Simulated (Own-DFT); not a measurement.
## Calculated data, Al3GaN4 (wurtzite random alloy, strained, atoms displaced)

A calculation, not a measurement: plane-wave PBE density functional theory by an unreviewed code, no spin, of a simulated periodic cell, stress positive in tension, free energy of the whole cell less one offset for each atom, forces on such cells passed a denser k mesh, this cell's mesh not checked; offsets are fitted by least squares, one for each functional and potential file, so energies compare only between cells with the same atoms and settings and are not formation energies; the far tail of each file's local potential was reset to the Coulomb form; each entry is a single point on an unrelaxed cell, so the pressure reflects the starting lattice, mostly measured values, from which strain is counted, and rises with the displacements; printed positions are rounded, which can move forces by about a meV/angstrom; the program is a retired in-house code; no spin-orbit coupling. Program: Own-DFT development build.

Settings shared by all entries: functional PBE; potential files PseudoDojo norm-conserving, scalar-relativistic, standard set; wave cutoff 42 hartree; occupations Fermi-Dirac; smearing width 0.1 eV; k mesh 4 x 4 x 3 centred on Gamma.

(1) 
```xyz
72
Lattice="9.1589 0.0000 0.0000 -4.5795 7.9318 0.0000 0.0000 0.0000 10.0655" Properties=species:S:1:pos:R:3:force_x:R:1:force_y:R:1:force_z:R:1 formula=Al3GaN4 free_energy_of_cell_above_offsets=-14.338 pressure=18.42 stress_xx=-23.88 stress_yy=-21.85 stress_zz=-9.55 stress_yz=-0.33 stress_xz=1.85 stress_xy=-0.62
Ga    -0.0710     1.7472     0.0217      1.059      0.092      0.719
Al     1.4806     0.8393     2.4680      1.316     -0.003      1.132
N     -0.0122     1.7632     1.9217       0.14      0.062      0.718
N      1.5846     0.9071     4.4315     -1.994     -1.563     -1.167
Ga     0.0186     1.8398     5.0273      0.144     -2.562      0.789
Al     1.4205     0.8920     7.5901      2.744     -0.772     -0.843
N     -0.0006     1.7501     6.9769     -1.009      1.226     -0.105
N      1.4313     0.8633     9.4406      2.037        0.1     -0.272
Al    -1.4397     4.4374     0.0686     -2.321      0.533     -0.913
Al     0.1039     3.4686     2.5679     -2.002      0.905      0.026
N     -1.5365     4.4576     1.9495      3.059     -0.184     -1.327
N     -0.0208     3.5223     4.4353      0.608      1.763     -1.242
Al    -1.4329     4.4178     5.0784     -2.093      1.049     -0.507
Al     0.1113     3.5265     7.5705     -2.445      0.089       0.26
N     -1.5287     4.4124     6.9608      2.939      0.353     -1.185
N     -0.0407     3.4848     9.4755      1.456      2.004     -0.694
Al    -3.0260     7.0636    10.0078     -0.886     -0.867      0.605
Al    -1.4926     6.1846     2.5252     -1.154      0.397     -0.004
N     -3.0535     7.0160     1.8346     -0.294     -0.082      0.403
N     -1.5387     6.2592     4.3581     -0.706     -1.706      1.052
Al    -3.1595     7.0358     5.0273      1.906      0.844     -0.336
Al    -1.6301     6.1434     7.5118      1.743      0.977     -0.105
N     -3.0793     7.0547     6.8804      0.514      1.159      0.322
N     -1.5253     6.2136     9.3489      0.326     -0.528       1.55
Al     3.0391     1.7222     9.9912     -1.113      1.239      1.696
Al     4.5977     0.8673     2.4220     -0.631      0.036      1.682
N      3.0408     1.7079     1.9739     -0.482      1.306      -1.75
N      4.6296     0.8184     4.4670      -0.04     -0.064     -1.731
Ga     3.1029     1.7199     5.0884      0.165      0.947     -0.297
Al     4.6429     0.9484     7.5534     -2.848      -1.69      0.658
N      3.0798     1.8767     6.9878      -1.04     -2.403      0.941
N      4.6034     1.0389     9.5167     -1.021     -3.606     -1.817
Al     1.5596     4.4206    10.0556     -1.454     -0.757      1.135
Al     3.0859     3.5894     2.5198     -1.752     -3.174      1.063
N      1.5285     4.4049     2.0121      0.286     -0.345     -2.518
N      2.9843     3.5499     4.3891      2.952     -1.016     -0.573
Ga     1.5817     4.4450     5.0262     -1.391      0.078       0.25
Al     2.9876     3.5451     7.6066      1.105      1.005      -0.91
N      1.4914     4.4551     6.8979      0.896     -1.464      1.229
N      3.0095     3.5528     9.4338      0.125     -0.567      1.158
Al    -0.0025     7.0611     0.0025     -0.366      0.955     -1.004
Al     1.5141     6.1251     2.4628     -0.429      1.823      1.691
N     -0.0378     7.0436     1.8566      1.187     -0.391     -0.086
N      1.5260     6.2023     4.4567     -0.412      0.598     -1.627
Al    -0.0311     6.9907     5.0196       0.34       1.17      0.917
Ga     1.5898     6.1777     7.5487     -1.705      0.992     -0.251
N     -0.0461     7.0408     6.9265     -0.082      0.768      0.218
N      1.5056     6.1483     9.4500     -0.018      0.387      1.087
Ga     6.1929     1.7846     9.9567     -2.628      2.645      2.807
Al     7.6446     0.9469     2.5443     -1.226     -1.246      -0.36
N      6.0756     1.7659     1.9223      1.379     -0.747      -0.53
N      7.5970     0.8702     4.4038      0.903       0.74     -0.164
Al     6.0991     1.7076     4.9733     -0.098      1.894      1.062
Al     7.6121     0.8954     7.5190      0.166      0.067      0.906
N      6.0722     1.7570     6.9813      2.149     -0.611     -2.012
N      7.6006     0.9117     9.4982       1.69     -3.987     -2.781
Al     4.5270     4.4315     0.0474      0.378       0.08     -0.567
Ga     6.1751     3.5305     2.4772     -1.562     -0.372      1.597
N      4.5205     4.3692     1.9721      1.609      1.676     -2.052
N      6.1935     3.5384     4.4445     -1.193     -0.228      0.763
Al     4.5423     4.4177     5.0083      0.774      -1.55      1.257
Ga     6.2024     3.5152     7.5366     -3.013      0.529      0.726
N      4.5150     4.4097     7.0062      0.247     -0.846      -1.85
N      6.0166     3.6019     9.4400       2.08      0.793      1.312
Al     3.0330     6.9802     0.0030     -0.276      1.957      1.036
Al     4.5807     6.1323     2.5043     -0.254      0.872      0.641
N      3.0014     7.0637     1.9612      1.019     -0.056      -1.05
N      4.5608     6.1223     4.4641     -1.207      1.486      -1.42
Al     2.9781     7.1363     5.0356      1.366     -1.914      0.081
Ga     4.5466     6.1925     7.5240      1.407     -1.298      0.861
N      3.1114     7.0804     6.9382     -2.034      1.897     -1.486
N      4.5283     6.2243     9.4411      0.971     -0.891      1.187
```

Units: free_energy_of_cell_above_offsets in eV; pressure, stress_xx, stress_yy, stress_zz, stress_yz, stress_xz, stress_xy in GPa; force_x, force_y, force_z in eV/Å.

(2) 
```xyz
72
Lattice="9.1589 0.0000 0.0000 -4.5795 7.9318 0.0000 0.0000 0.0000 10.0655" Properties=species:S:1:pos:R:3:force_x:R:1:force_y:R:1:force_z:R:1 formula=Al3GaN4 free_energy_of_cell_above_offsets=-13.306 pressure=18.87 stress_xx=-24.56 stress_yy=-21.77 stress_zz=-10.29 stress_yz=-1.46 stress_xz=0.76 stress_xy=-0.36
Al     0.0174     1.7439    10.0274      1.157       1.07      1.495
Al     1.4871     0.8657     2.4930      1.835      2.372      2.041
N      0.0481     1.8044     1.9383     -0.627     -1.217     -1.748
N      1.5213     0.8495     4.5047      0.374      0.637     -1.669
Al     0.0251     1.7217     5.0194     -0.492      0.907      0.016
Ga     1.5928     0.9544     7.5075      -3.29     -4.007      1.728
N      0.0570     1.7421     6.9138     -1.638      1.634     -0.236
N      1.6235     0.9513     9.5116     -4.837     -2.538     -1.583
Al    -1.5008     4.4807     0.0110     -1.142     -0.925     -0.343
Al     0.0571     3.4683     2.4892     -0.953      2.241      1.476
N     -1.4926     4.4048     1.8871      0.403     -0.186     -0.284
N     -0.0006     3.5638     4.4374     -1.279     -1.744     -1.062
Al    -1.5575     4.4254     5.0200      1.347       0.49      0.062
Al    -0.0483     3.5207     7.5309      1.153      0.613      0.116
N     -1.5403     4.4571     6.9074      0.358     -1.555      0.356
N      0.0176     3.5289     9.4771     -0.521      0.121     -0.485
Al    -3.0128     7.1144     9.9839     -0.971     -0.728      1.178
Ga    -1.6029     6.2427     2.5424      0.801     -1.401      0.479
N     -3.0925     7.1477     1.9855     -1.506     -2.287     -3.017
N     -1.4909     6.1726     4.4032      1.247     -0.626      1.318
Ga    -3.0363     6.9395     5.0424      0.354      1.743     -0.055
Al    -1.5248     6.1201     7.5896       0.21      1.697     -1.709
N     -3.0332     6.9962     6.9023     -0.289     -0.033       2.01
N     -1.5209     6.2423     9.3674      0.458     -0.888       2.25
Al     2.9610     1.7639    10.0287      5.824      1.739      2.462
Ga     4.5838     0.8793     2.5005     -1.757     -0.757       1.72
N      3.1108     1.8201     1.9207     -3.023     -0.561     -1.399
N      4.5675     0.8562     4.4382      0.544      0.682       1.45
Al     3.0619     1.7506     5.0665     -0.216     -0.461     -0.201
Al     4.5756     0.8970     7.4722      0.228      0.321      1.882
N      2.9958     1.7406     7.0185       5.07      2.537     -2.948
N      4.6165     0.9371     9.4950     -0.607     -1.339     -1.044
Al     1.5398     4.3742     0.1114      0.198     -0.196     -3.042
Al     3.0493     3.5389     2.4609      1.176     -1.118      2.126
N      1.5789     4.3848     1.8937     -0.971      0.032      0.394
N      3.0686     3.4695     4.4129      0.825      0.652     -0.371
Ga     1.5416     4.3835     5.0247       0.37      1.371      0.422
Ga     3.0299     3.5791     7.6145     -0.119     -0.432     -1.813
N      1.5079     4.5021     6.9558      -0.76     -0.777      0.286
N      3.0550     3.4802     9.4070     -1.604      0.781       2.99
Al    -0.0015     7.0523     0.0430      0.147       1.07     -0.346
Al     1.5845     6.1078     2.4161     -2.282      1.823      2.317
N     -0.0714     7.0549     1.9689      2.596     -1.525     -2.668
N      1.4706     6.2547     4.3793      1.555     -1.087     -0.708
Al     0.0534     7.0654     5.1562     -1.356     -0.064     -2.212
Al     1.6140     6.2056     7.6318     -2.051     -0.017     -1.763
N     -0.0110     7.0888     6.9466      0.664     -1.074      1.405
N      1.5349     6.1224     9.4227     -0.315      0.222        2.1
Al     6.1876     1.7016    10.0209      -2.82      2.492      1.813
Ga     7.6060     0.8937     2.5368     -0.184      0.657     -0.921
N      5.9826     1.7873     1.9755      4.292      1.951     -2.192
N      7.5820     0.9188     4.3970      2.203     -0.934      1.276
Al     6.1591     1.7701     4.9620      -2.48      0.992      1.178
Ga     7.6654     0.8703     7.6068      0.019      0.748      -0.38
N      6.1280     1.7797     6.9371     -0.258     -0.291     -0.848
N      7.6826     0.9324     9.5353      0.314     -2.481     -0.559
Ga     4.5855     4.3632     0.0165     -3.286      1.941      1.759
Al     6.1600     3.5775     2.5036     -0.959     -0.865      0.785
N      4.5766     4.3952     1.9846      0.369      0.042      -0.72
N      6.0840     3.6149     4.4979      1.169     -1.981     -1.849
Al     4.6107     4.3886     5.0755      -1.99      0.422     -0.437
Al     6.1401     3.5046     7.5106     -0.279      0.457      1.494
N      4.6273     4.3430     6.9577     -0.397       0.99     -1.045
N      5.9641     3.5751     9.5216      7.289     -3.208     -2.741
Al     3.0573     6.9576    10.0334      0.885      1.261      0.612
Al     4.5695     6.1037     2.4896      0.042      1.991      0.577
N      3.0216     7.0667     1.9006       1.04     -1.359     -1.322
N      4.6006     6.1623     4.3782     -2.413     -0.891      0.137
Al     3.0241     7.0627     4.9764      0.379      -0.25      0.379
Al     4.5610     6.1205     7.4329      1.371      0.366      1.615
N      3.0768     7.0662     6.9664     -0.112     -0.929     -1.478
N      4.6251     6.1400     9.4210     -0.485      1.666     -0.506
```

Units: free_energy_of_cell_above_offsets in eV; pressure, stress_xx, stress_yy, stress_zz, stress_yz, stress_xz, stress_xy in GPa; force_x, force_y, force_z in eV/Å.

(3) 
```xyz
72
Lattice="9.1589 0.0000 0.0000 -4.5795 7.9318 0.0000 0.0000 0.0000 10.0655" Properties=species:S:1:pos:R:3:force_x:R:1:force_y:R:1:force_z:R:1 formula=Al3GaN4 free_energy_of_cell_above_offsets=-11.996 pressure=19.2 stress_xx=-21.62 stress_yy=-23.94 stress_zz=-12.04 stress_yz=-0.6 stress_xz=-1.05 stress_xy=0.91
Al     0.0047     1.7651     0.0217      0.311     -0.119       0.54
Al     1.4961     0.8411     2.5124      0.737      1.953     -0.743
N      0.0262     1.8707     1.9193     -0.261     -7.066     -1.697
N      1.5342     0.8807     4.3578     -0.196     -0.942      0.236
Al     0.0926     1.8014     4.9765     -2.707     -1.337      1.148
Al     1.5229     0.7937     7.5288     -0.032      1.573      -0.13
N      0.0463     1.7950     6.9427     -0.214     -0.357     -0.653
N      1.5425     0.9511     9.4172     -1.463     -2.497     -0.044
Al    -1.5345     4.4790     0.0610     -0.142     -3.783     -0.944
Ga    -0.0201     3.4792     2.4520      2.116      2.405      3.103
N     -1.4229     4.3438     1.8993     -3.217      4.284       -1.6
N     -0.0094     3.5087     4.3848     -0.346     -0.536      0.267
Ga    -1.5193     4.3948     5.0702      0.329      0.165     -0.854
Al     0.0158     3.5639     7.5134      0.349      -0.46      1.028
N     -1.5812     4.4003     6.9072      2.245      0.075      1.146
N     -0.0036     3.4334     9.4791     -1.523      2.193     -1.552
Al    -3.0083     7.1056     0.0130     -1.209     -1.195     -1.182
Al    -1.6148     6.1754     2.5139      3.701     -1.091      0.399
N     -3.0564     7.0158     1.9295       0.31      1.467     -1.969
N     -1.5415     6.1392     4.3553      0.269       1.56      0.656
Al    -3.0323     7.0434     4.9391     -1.242     -0.686      1.513
Al    -1.6027     6.0994     7.5544       1.04      0.408      -0.71
N     -3.0637     6.9697     6.9703     -0.024      1.218     -1.405
N     -1.5483     6.0520     9.3638     -0.004      3.088      1.713
Al     2.9839     1.6981    10.0393      3.012      2.947       1.24
Al     4.5684     0.8254     2.6220      0.216      1.268     -1.861
N      3.1091     1.7910     1.9078     -1.663      -1.95     -0.051
N      4.6013     0.9293     4.4217     -2.038     -0.731      1.764
Al     2.9442     1.7687     5.0013      2.726      1.083      0.186
Al     4.5860     0.8136     7.5219     -0.268      1.247       1.19
N      3.0374     1.8240     6.9215      0.075     -2.492     -0.566
N      4.5851     0.8658     9.6048     -0.191     -0.216     -2.522
Ga     1.4842     4.3836     0.0335      0.529      0.483     -0.442
Al     3.0919     3.4915     2.5216     -1.484      0.526     -0.565
N      1.4586     4.4208     1.9287        2.8     -0.455      0.115
N      3.0153     3.6087     4.3419      1.084     -2.634      0.325
Ga     1.5045     4.3358     5.0473     -0.115      2.874     -0.381
Al     3.0502     3.5430     7.4270      0.924      0.287      2.771
N      1.6121     4.4614     6.9246     -2.204     -1.711      0.356
N      3.0717     3.5921     9.4892     -1.602     -3.113     -2.217
Al    -0.0891     7.0187     0.0591      2.492      0.232     -0.135
Al     1.5617     6.1012     2.4937     -1.103      1.282      2.049
N      0.0691     7.0653     1.9738     -2.193     -1.324     -1.053
N      1.4906     6.2520     4.4873     -0.195     -1.287      -1.47
Al    -0.0152     7.0492     5.1323     -0.013      0.285     -2.551
Ga     1.4576     6.1889     7.5272      3.138      0.146      1.351
N     -0.0151     6.9845     6.9302     -3.411      1.467      0.332
N      1.6034     6.1807     9.4539     -1.902      0.915      0.789
Al     6.1655     1.8681     9.9966     -1.723     -2.653      2.659
Al     7.5596     0.8556     2.5102      0.675      2.081      0.841
N      6.0414     1.8033     2.0112      0.926     -1.462      -1.68
N      7.6716     0.8250     4.4150     -0.229      3.312     -0.616
Al     6.0378     1.8530     4.9721      2.366     -1.462      0.869
Al     7.6034     0.9483     7.5826      2.347     -1.705      0.049
N      6.1554     1.7196     6.9768     -2.338     -0.177     -1.848
N      7.6585     0.9377     9.5584     -0.083     -1.456     -1.413
Al     4.4397     4.3867     0.0870      3.198      0.696     -2.284
Ga     6.1945     3.5618     2.5192     -1.604     -0.442     -0.236
N      4.5514     4.3499     1.8474      0.518       0.94      1.411
N      6.0939     3.6050     4.3933      1.423     -2.061     -0.064
Ga     4.6305     4.3909     5.0187     -2.329      0.754       0.75
Ga     6.1001     3.4873     7.5396     -0.749      0.291      0.769
N      4.5923     4.3693     6.8910     -0.801      1.225      0.986
N      6.0701     3.4984     9.4183      0.184      3.014      1.534
Al     3.1211     7.0380     0.0179     -1.708      0.973       0.39
Ga     4.5790     6.1472     2.4854     -1.471     -0.733      1.622
N      3.0110     7.0918     2.0057      0.689     -1.207     -2.533
N      4.5200     6.1428     4.4777      1.448      1.817     -1.264
Al     3.0270     7.0897     4.9767      -0.08     -1.014       1.29
Al     4.5430     6.1811     7.5720     -1.134     -0.579     -1.614
N      3.0176     7.1236     6.8521      1.159     -0.032      1.475
N      4.5317     6.1477     9.3888      1.878      0.431      1.987
```

Units: free_energy_of_cell_above_offsets in eV; pressure, stress_xx, stress_yy, stress_zz, stress_yz, stress_xz, stress_xy in GPa; force_x, force_y, force_z in eV/Å.
